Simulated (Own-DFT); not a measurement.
Hf36O71 (tetragonal hafnia with one neutral oxygen vacancy, atoms displaced) (calculated)

A calculation, not a measurement: plane-wave PBE and HSE06 DFT by an unreviewed code, no spin, of a simulated cell at Gamma alone, so results move with cell size and shape, stress positive in tension, energies less offsets, not probed for a lower state with spin; hafnium file: forces about 75 meV/angstrom off all-electron values; oxygen file: force components 24 meV/angstrom off all-electron in a glass; k mesh not checked against a denser one; forces and stress are PBE's, HSE06 gives the energy alone, and its difference from PBE has offsets of its own; offsets are fitted by least squares, one for each functional and potential file, so energies compare only between cells with the same atoms and settings and are not formation energies; the far tail of each file's local potential was reset to the Coulomb form; each entry is a single point on an unrelaxed cell, so the pressure reflects the starting lattice, taken from the Materials Project, from which strain is counted, and rises with the displacements; printed positions are rounded, which can move forces by about a meV/angstrom; the program is a retired in-house code; no spin-orbit coupling. Program: Own-DFT development build.

Settings shared by all entries: first functional PBE; second functional HSE06; exact exchange share 0.25; screening 0.11 1/bohr; exchange divergence Gygi-Baldereschi; potential files PseudoDojo norm-conserving, scalar-relativistic, made for PBE, standard set; wave cutoff 48 hartree; occupations fixed; k mesh 1 x 1 x 1 centred on Gamma.

(1) 
```cif
# cell vector a (Å): 10.7800 0.0000 0.0000
# cell vector b (Å): 0.0000 10.7800 0.0000
# cell vector c (Å): 0.0000 0.0000 10.4493
data_Hf36O71
_symmetry_space_group_name_H-M 'P 1'
_symmetry_Int_Tables_number 1
_cell_length_a 10.7800
_cell_length_b 10.7800
_cell_length_c 10.4493
_cell_angle_alpha 90.000
_cell_angle_beta 90.000
_cell_angle_gamma 90.000
_cell_volume 1214.30
loop_
_atom_site_label
_atom_site_type_symbol
_atom_site_fract_x
_atom_site_fract_y
_atom_site_fract_z
_atom_site_occupancy
Hf1 Hf 0.00160 0.00128 0.99897 1
Hf2 Hf 0.16405 0.16880 0.24883 1
O1 O 0.99846 0.16878 0.15211 1
O2 O 0.16895 0.00301 0.34731 1
O3 O 0.99962 0.16387 0.40912 1
O4 O 0.16665 0.99878 0.10217 1
Hf3 Hf 0.99976 0.99933 0.49908 1
Hf4 Hf 0.17225 0.16655 0.75082 1
O5 O 0.00477 0.16691 0.65055 1
O6 O 0.17091 0.99764 0.84940 1
O7 O 0.99729 0.16189 0.89215 1
O8 O 0.16297 0.99901 0.59345 1
Hf5 Hf 0.00083 0.33297 0.00276 1
Hf6 Hf 0.16899 0.50044 0.25218 1
O9 O 0.00120 0.49619 0.14901 1
O10 O 0.16417 0.33054 0.34729 1
O11 O 0.00099 0.50063 0.40456 1
O12 O 0.16687 0.33922 0.09472 1
Hf7 Hf 0.00215 0.33006 0.49650 1
Hf8 Hf 0.17054 0.50207 0.74727 1
O13 O 0.00186 0.50015 0.65802 1
O14 O 0.16688 0.33686 0.84686 1
O15 O 0.99894 0.50378 0.90324 1
O16 O 0.16581 0.33635 0.60085 1
Hf9 Hf 0.00417 0.66767 0.00197 1
Hf10 Hf 0.16593 0.83229 0.24888 1
O17 O 0.00199 0.83711 0.15348 1
O18 O 0.16058 0.66807 0.34907 1
O19 O 0.00135 0.83899 0.39976 1
O20 O 0.16540 0.66655 0.09629 1
Hf11 Hf 0.99952 0.67043 0.49699 1
Hf12 Hf 0.16447 0.83186 0.75189 1
O21 O 0.00317 0.83318 0.65328 1
O22 O 0.16550 0.66701 0.84772 1
O23 O 0.99840 0.83430 0.90306 1
O24 O 0.16640 0.66839 0.60196 1
Hf13 Hf 0.33363 0.00269 0.99602 1
Hf14 Hf 0.50312 0.16598 0.24868 1
O25 O 0.33189 0.16477 0.15198 1
O26 O 0.49843 0.00377 0.34737 1
O27 O 0.33394 0.16675 0.40142 1
O28 O 0.49590 0.99938 0.09051 1
Hf15 Hf 0.33907 0.00118 0.50228 1
Hf16 Hf 0.49773 0.17161 0.75158 1
O29 O 0.33108 0.17087 0.65128 1
O30 O 0.33723 0.16813 0.91026 1
O31 O 0.49532 0.00063 0.59832 1
Hf17 Hf 0.33383 0.33576 0.99736 1
Hf18 Hf 0.50215 0.50177 0.24845 1
O32 O 0.33329 0.50026 0.14822 1
O33 O 0.49894 0.33266 0.34807 1
O34 O 0.33269 0.50095 0.39806 1
O35 O 0.49986 0.33586 0.10143 1
Hf19 Hf 0.33377 0.33137 0.49682 1
Hf20 Hf 0.49750 0.49496 0.75514 1
O36 O 0.33541 0.49822 0.65341 1
O37 O 0.49849 0.33601 0.85081 1
O38 O 0.33607 0.49926 0.90617 1
O39 O 0.49780 0.33246 0.60114 1
Hf21 Hf 0.33099 0.66343 0.99742 1
Hf22 Hf 0.49747 0.83573 0.24923 1
O40 O 0.33558 0.83590 0.15675 1
O41 O 0.50045 0.66414 0.34840 1
O42 O 0.33544 0.83015 0.39519 1
O43 O 0.49566 0.66555 0.09710 1
Hf23 Hf 0.33369 0.66379 0.50002 1
Hf24 Hf 0.49840 0.82726 0.75373 1
O44 O 0.32928 0.83481 0.65497 1
O45 O 0.49875 0.66616 0.84873 1
O46 O 0.33137 0.83519 0.89639 1
O47 O 0.49948 0.66511 0.59934 1
Hf25 Hf 0.66711 0.00100 0.00196 1
Hf26 Hf 0.83089 0.16500 0.24929 1
O48 O 0.66809 0.16798 0.15012 1
O49 O 0.82900 0.00548 0.35163 1
O50 O 0.67197 0.16644 0.40017 1
O51 O 0.83371 0.99909 0.09871 1
Hf27 Hf 0.66821 0.99681 0.50218 1
Hf28 Hf 0.83852 0.16521 0.75603 1
O52 O 0.66564 0.17183 0.64668 1
O53 O 0.83187 0.00234 0.84585 1
O54 O 0.66656 0.16712 0.90568 1
O55 O 0.83566 0.99939 0.59417 1
Hf29 Hf 0.66855 0.33389 0.99804 1
Hf30 Hf 0.83300 0.49973 0.24661 1
O56 O 0.67029 0.50027 0.15532 1
O57 O 0.83419 0.33506 0.34615 1
O58 O 0.66403 0.50308 0.40371 1
O59 O 0.83257 0.33393 0.10365 1
Hf31 Hf 0.67025 0.33468 0.49654 1
Hf32 Hf 0.83217 0.50250 0.74718 1
O60 O 0.66402 0.50049 0.64979 1
O61 O 0.83276 0.33335 0.84988 1
O62 O 0.66948 0.50120 0.90207 1
O63 O 0.83426 0.33173 0.58863 1
Hf33 Hf 0.66265 0.66866 0.99851 1
Hf34 Hf 0.83574 0.83074 0.24782 1
O64 O 0.67079 0.83288 0.14834 1
O65 O 0.83121 0.66750 0.34657 1
O66 O 0.66875 0.83458 0.40094 1
O67 O 0.83204 0.66940 0.10109 1
Hf35 Hf 0.66506 0.66418 0.49633 1
Hf36 Hf 0.83558 0.83533 0.75270 1
O68 O 0.66600 0.83274 0.64969 1
O69 O 0.83478 0.66424 0.85108 1
O70 O 0.66548 0.82897 0.89895 1
O71 O 0.83006 0.66665 0.59078 1
_calc_PBE_energy_of_cell_above_offsets '-100.806'  # eV
_calc_HSE06_less_PBE_above_offsets '-0.147'  # eV
_calc_PBE_pressure 0.73  # GPa
_calc_PBE_stress_xx 0.1  # GPa
_calc_PBE_stress_yy -1.14  # GPa
_calc_PBE_stress_zz -1.15  # GPa
_calc_PBE_stress_yz 0.19  # GPa
_calc_PBE_stress_xz -0.54  # GPa
_calc_PBE_stress_xy 0.05  # GPa
```

Force:
```tsv
element	x (eV/Å)	y (eV/Å)	z (eV/Å)
Hf	0.307	-0.249	0.559
Hf	0.816	-1.39	0.144
O	0.256	0.105	-0.453
O	-0.124	-0.349	-0.442
O	0.046	0.527	-1.325
O	-0.366	0.154	-0.962
Hf	0.399	0.435	0.203
Hf	-1.642	0.043	-0.499
O	-0.404	0.161	0.691
O	-0.246	0.894	0.012
O	0.296	0.702	1.313
O	1.261	0.158	0.589
Hf	-0.433	0.817	-0.598
Hf	-0.406	-0.184	-0.247
O	0.033	0.275	0.557
O	0.101	0.735	0.027
O	0.098	0.174	-0.143
O	0.153	-0.484	0.179
Hf	-0.162	0.39	0.818
Hf	-1.311	-0.318	-0.113
O	-0.425	0.215	-0.343
O	0.282	-0.79	0.268
O	0.125	-0.763	0.507
O	0.581	0.014	-0.696
Hf	-1.54	-0.618	-0.485
Hf	0.623	1.358	0.619
O	-0.273	-0.394	-0.378
O	0.183	-0.328	-0.167
O	-0.279	-1.073	-0.105
O	0.742	0.153	0.545
Hf	0.086	-0.411	0.354
Hf	0.736	0.321	-0.556
O	-1.168	-0.251	-0.048
O	0.3	-0.176	0.531
O	-0.063	0.216	-0.025
O	0.192	-0.36	-0.712
Hf	-0.833	-0.94	0.658
Hf	-0.815	0.805	0.105
O	0.185	0.305	0.301
O	0.157	-0.645	-0.135
O	0.074	0.199	0.369
O	1.294	0.007	0.142
Hf	-1.886	-0.676	-0.939
Hf	1.086	-0.911	-0.911
O	0.615	-0.256	0.295
O	0.158	0.14	-1.595
O	1.169	0.122	0.619
Hf	0.007	-0.183	1.651
Hf	-0.248	-0.551	0.022
O	-0.16	0.188	0.525
O	0.089	0.166	-0.048
O	-0.383	-0.258	0.212
O	0.305	-0.087	-0.715
Hf	0.126	0.018	0.438
Hf	0.878	1.053	-1.502
O	-0.067	0.27	-0.123
O	0.083	-0.804	0.371
O	-0.084	0.425	-1.075
O	0.053	0.121	-0.33
Hf	0.199	0.967	0.384
Hf	0.439	-0.442	0.451
O	-0.588	-0.301	-0.94
O	0.052	0.69	-0.282
O	0.159	0.177	1.199
O	0.538	0.04	-0.018
Hf	0.17	0.868	0.197
Hf	-0.052	1.241	-0.921
O	0.717	-0.144	-0.414
O	-0.111	-0.66	0.337
O	0.725	-0.55	0.96
O	-0.439	0.296	-0.215
Hf	-0.195	-0.615	-0.272
Hf	-0.051	0.31	0.76
O	-0.426	-0.392	-0.165
O	0.252	-1.165	-0.78
O	-0.58	0.189	-0.085
O	0.395	0.263	-0.323
Hf	0.236	0.519	-0.123
Hf	-0.166	0.869	-1.932
O	-0.062	-0.391	1.332
O	-0.23	-0.895	0.561
O	-0.479	-0.126	-0.52
O	-0.46	-0.157	0.986
Hf	0.149	0.314	0.804
Hf	0.809	0.076	0.453
O	-0.925	0.095	-0.518
O	-0.083	-0.139	-0.124
O	0.127	-0.88	-0.709
O	0.041	-0.006	-1.042
Hf	-0.502	-0.697	0.509
Hf	0.352	-0.096	0.17
O	0.161	-0.21	0.574
O	-0.046	0.065	-0.213
O	-0.411	-0.215	0.079
O	0.288	0.322	0.868
Hf	0.842	-0.226	0.576
Hf	-0.506	0.561	0.404
O	-1.111	0.206	0.197
O	0.405	-0.148	-0.034
O	-0.343	-0.157	-0.117
O	0.492	-0.054	-0.495
Hf	-0.281	0.916	0.549
Hf	-0.527	-0.712	-0.728
O	0.069	0.354	0.64
O	-0.169	0.788	-0.78
O	-0.239	1.124	0.085
O	0.787	-0.086	0.715
```

(2) 
```cif
# cell vector a (Å): 10.7800 0.0000 0.0000
# cell vector b (Å): 0.0000 10.7800 0.0000
# cell vector c (Å): 0.0000 0.0000 10.4493
data_Hf36O71
_symmetry_space_group_name_H-M 'P 1'
_symmetry_Int_Tables_number 1
_cell_length_a 10.7800
_cell_length_b 10.7800
_cell_length_c 10.4493
_cell_angle_alpha 90.000
_cell_angle_beta 90.000
_cell_angle_gamma 90.000
_cell_volume 1214.30
loop_
_atom_site_label
_atom_site_type_symbol
_atom_site_fract_x
_atom_site_fract_y
_atom_site_fract_z
_atom_site_occupancy
Hf1 Hf 0.99512 0.99879 0.99871 1
Hf2 Hf 0.16582 0.17544 0.25203 1
O1 O 0.99877 0.15166 0.15724 1
O2 O 0.16599 0.00078 0.34560 1
O3 O 0.99756 0.16614 0.40763 1
O4 O 0.17063 0.01148 0.10192 1
Hf3 Hf 0.00131 0.99547 0.49925 1
Hf4 Hf 0.15974 0.16287 0.75116 1
O5 O 0.98933 0.17226 0.64655 1
O6 O 0.16517 0.00004 0.84991 1
O7 O 0.01056 0.18162 0.89454 1
O8 O 0.16508 0.00024 0.60513 1
Hf5 Hf 0.99815 0.34793 0.99650 1
Hf6 Hf 0.16599 0.49462 0.26086 1
O9 O 0.00163 0.50464 0.15307 1
O10 O 0.17490 0.33890 0.35200 1
O11 O 0.99019 0.49408 0.41239 1
O12 O 0.17364 0.32818 0.10034 1
Hf7 Hf 0.00245 0.31677 0.49299 1
Hf8 Hf 0.15843 0.51072 0.74027 1
O13 O 0.00692 0.48415 0.64986 1
O14 O 0.16902 0.33085 0.84971 1
O15 O 0.99310 0.49237 0.91140 1
O16 O 0.15686 0.33504 0.58730 1
Hf9 Hf 0.00833 0.67327 0.99015 1
Hf10 Hf 0.16567 0.83009 0.25320 1
O17 O 0.99627 0.85224 0.14724 1
O18 O 0.16935 0.67522 0.33414 1
O19 O 0.99888 0.83901 0.40287 1
O20 O 0.18390 0.67856 0.09171 1
Hf11 Hf 0.00129 0.66314 0.50339 1
Hf12 Hf 0.15465 0.83098 0.74679 1
O21 O 0.99868 0.83041 0.64600 1
O22 O 0.16450 0.64772 0.84608 1
O23 O 0.99235 0.83990 0.89739 1
O24 O 0.17403 0.66091 0.59757 1
Hf13 Hf 0.35497 0.01111 0.00301 1
Hf14 Hf 0.49272 0.16240 0.24998 1
O25 O 0.33052 0.17642 0.15271 1
O26 O 0.49391 0.99785 0.35843 1
O27 O 0.32340 0.16402 0.38928 1
O28 O 0.50613 0.97665 0.09292 1
Hf15 Hf 0.33853 0.99471 0.51277 1
Hf16 Hf 0.50817 0.17312 0.75551 1
O29 O 0.32960 0.17139 0.65691 1
O30 O 0.49622 0.00680 0.85231 1
O31 O 0.33138 0.15804 0.91047 1
O32 O 0.49143 0.99355 0.59154 1
Hf17 Hf 0.33357 0.35006 0.00616 1
Hf18 Hf 0.50011 0.50569 0.25277 1
O33 O 0.31778 0.49412 0.16327 1
O34 O 0.49624 0.33691 0.34619 1
O35 O 0.33394 0.49659 0.39695 1
O36 O 0.49522 0.33805 0.10584 1
Hf19 Hf 0.32712 0.34628 0.49212 1
Hf20 Hf 0.50668 0.50823 0.74465 1
O37 O 0.33045 0.50828 0.66195 1
O38 O 0.50510 0.32012 0.84439 1
O39 O 0.34650 0.49284 0.88979 1
O40 O 0.51263 0.34315 0.59518 1
Hf21 Hf 0.34121 0.67427 0.00760 1
Hf22 Hf 0.49279 0.82212 0.25641 1
O41 O 0.32861 0.82660 0.15538 1
O42 O 0.32607 0.83682 0.39499 1
O43 O 0.50036 0.65893 0.08961 1
Hf23 Hf 0.32472 0.66074 0.50807 1
Hf24 Hf 0.49504 0.84105 0.75840 1
O44 O 0.33418 0.82254 0.65102 1
O45 O 0.50263 0.67168 0.85032 1
O46 O 0.33081 0.83946 0.90461 1
O47 O 0.49286 0.65981 0.59893 1
Hf25 Hf 0.65949 0.99880 0.99116 1
Hf26 Hf 0.83451 0.15368 0.24660 1
O48 O 0.66666 0.17244 0.14409 1
O49 O 0.82454 0.01372 0.34109 1
O50 O 0.66550 0.15997 0.40010 1
O51 O 0.84702 0.99193 0.09279 1
Hf27 Hf 0.67846 0.99648 0.50341 1
Hf28 Hf 0.83702 0.16837 0.75963 1
O52 O 0.67336 0.16694 0.65273 1
O53 O 0.82923 0.99797 0.85405 1
O54 O 0.65567 0.18365 0.90741 1
O55 O 0.82859 0.00451 0.60169 1
Hf29 Hf 0.66233 0.31952 0.00294 1
Hf30 Hf 0.82013 0.50837 0.24466 1
O56 O 0.65895 0.49327 0.14705 1
O57 O 0.83804 0.33372 0.35849 1
O58 O 0.65941 0.50720 0.41984 1
O59 O 0.84456 0.34631 0.10059 1
Hf31 Hf 0.66132 0.32924 0.50836 1
Hf32 Hf 0.83081 0.49252 0.74552 1
O60 O 0.66635 0.50582 0.63780 1
O61 O 0.83681 0.34478 0.82681 1
O62 O 0.67359 0.49969 0.90133 1
O63 O 0.82304 0.34081 0.59655 1
Hf33 Hf 0.66458 0.66381 0.99929 1
Hf34 Hf 0.83778 0.83646 0.26180 1
O64 O 0.65968 0.83244 0.15352 1
O65 O 0.82297 0.66071 0.35389 1
O66 O 0.66126 0.84821 0.40504 1
O67 O 0.83334 0.65968 0.10611 1
Hf35 Hf 0.66916 0.67623 0.48319 1
Hf36 Hf 0.82320 0.83233 0.74548 1
O68 O 0.66487 0.83434 0.66565 1
O69 O 0.82755 0.67519 0.84275 1
O70 O 0.66276 0.83455 0.90484 1
O71 O 0.83742 0.66501 0.59224 1
_calc_PBE_energy_of_cell_above_offsets '-84.856'  # eV
_calc_HSE06_less_PBE_above_offsets '0.681'  # eV
_calc_PBE_pressure 6.32  # GPa
_calc_PBE_stress_xx -4.99  # GPa
_calc_PBE_stress_yy -7.55  # GPa
_calc_PBE_stress_zz -6.43  # GPa
_calc_PBE_stress_yz 0.27  # GPa
_calc_PBE_stress_xz -0.53  # GPa
_calc_PBE_stress_xy -0.33  # GPa
```

Force:
```tsv
element	x (eV/Å)	y (eV/Å)	z (eV/Å)
Hf	4.661	2.191	0.416
Hf	0.738	-3.103	-1.654
O	-0.346	0.942	0.125
O	-1.292	-0.189	0.939
O	0.477	-3.478	-2.147
O	0.512	-0.654	-1.121
Hf	1.663	2.003	0.754
Hf	0.915	1.179	0.827
O	0.571	-0.7	0.562
O	-0.837	-1.246	-1.284
O	-2.22	-1.814	0.518
O	-0.867	-0.666	-0.343
Hf	2.253	-4.59	2.849
Hf	-2.664	1.394	-1.78
O	0.955	0.526	0.752
O	-0.843	-0.859	0.593
O	1.422	2.097	-0.636
O	-2.44	0.538	0.428
Hf	-3.452	4.119	2.048
Hf	2.125	-6.23	0.444
O	-2.5	1.977	0.31
O	0.377	1.512	-0.91
O	-0.117	5.964	-3.054
O	3.087	-0.285	0.594
Hf	-0.492	-1.038	2.012
Hf	0.576	4.567	-2.432
O	0.523	-2.454	1.131
O	-0.756	-3.752	2.949
O	-1.244	-1.879	-0.731
O	-4.365	-0.273	-0.31
Hf	-1.073	-1.472	-0.841
Hf	2.095	2.169	1.57
O	-0.31	-0.061	-0.001
O	-1.037	5.061	1.973
O	1.168	-2.042	-0.685
O	-4.103	0.555	0.775
Hf	-6.259	-1.436	0.51
Hf	-0.124	0.874	1.959
O	1.954	-1.14	0.02
O	-0.288	-0.167	-2.109
O	0.873	0.789	1.949
O	0.747	1.469	1.733
Hf	-2.696	1.369	-3.459
Hf	-2.303	-1.078	-2.858
O	1.161	-0.115	-0.163
O	1.573	-0.338	-0.14
O	0.505	2.995	-1.072
O	4.02	-0.205	2.765
Hf	-0.874	-2.324	-1.165
Hf	-0.117	-1.462	0.021
O	3.138	0.706	-1.551
O	0.06	-0.531	-0.032
O	0.147	3.222	0.339
O	0.799	-0.057	-1.029
Hf	0.629	-4.496	2.07
Hf	-0.359	-0.498	0.128
O	0.379	-0.76	-2.287
O	-0.304	4.151	1.295
O	0.351	1.751	1.928
O	-4.831	-0.233	1.89
Hf	-0.803	0.101	-2.925
Hf	-0.331	2.083	-0.083
O	2.272	-0.11	0.113
O	0.814	-1.542	1.505
O	0.487	-0.176	2.526
Hf	3.998	1.407	-1.559
Hf	-0.841	-1.376	-0.596
O	-1.151	0.627	0.437
O	0.229	0.134	-0.408
O	0.65	-0.744	-0.3
O	0.971	0.502	-1.201
Hf	2.333	-0.332	1.497
Hf	0.003	6.608	-1.96
O	-0.165	-0.882	0.275
O	0.544	-6.039	3.196
O	-0.529	0.386	0.485
O	-5.651	0.726	1.433
Hf	-3.554	3.874	-0.123
Hf	0.732	0.416	-1.768
O	-0.922	-0.461	0.866
O	-0.478	1.183	-0.727
O	1.539	-7.07	-3.466
O	2.414	-1.092	0.119
Hf	0.111	6.824	3.99
Hf	2.103	-3.193	0.084
O	0.105	0.922	1.106
O	-0.832	-0.388	-2.321
O	-0.903	-0.741	-3.518
O	-2.285	-0.84	-0.876
Hf	3.451	-0.153	-3.144
Hf	-0.882	3.841	-3.014
O	0.5	0.57	2.65
O	-0.169	-4.955	3.857
O	-0.57	-0.358	-0.302
O	1.564	-0.162	0.528
Hf	1.51	-0.061	-0.332
Hf	-0.624	-0.313	-3.149
O	1.551	-0.554	1.102
O	0.519	2.697	-0.268
O	0.73	-2.527	-1.273
O	0.202	0.756	-1.007
Hf	-0.793	-2.049	3.269
Hf	2.056	-0.029	1.302
O	-1.639	0.087	-2.004
O	0.625	-1.172	0.599
O	-0.147	0.174	-0.131
O	-0.098	0.9	0.13
```
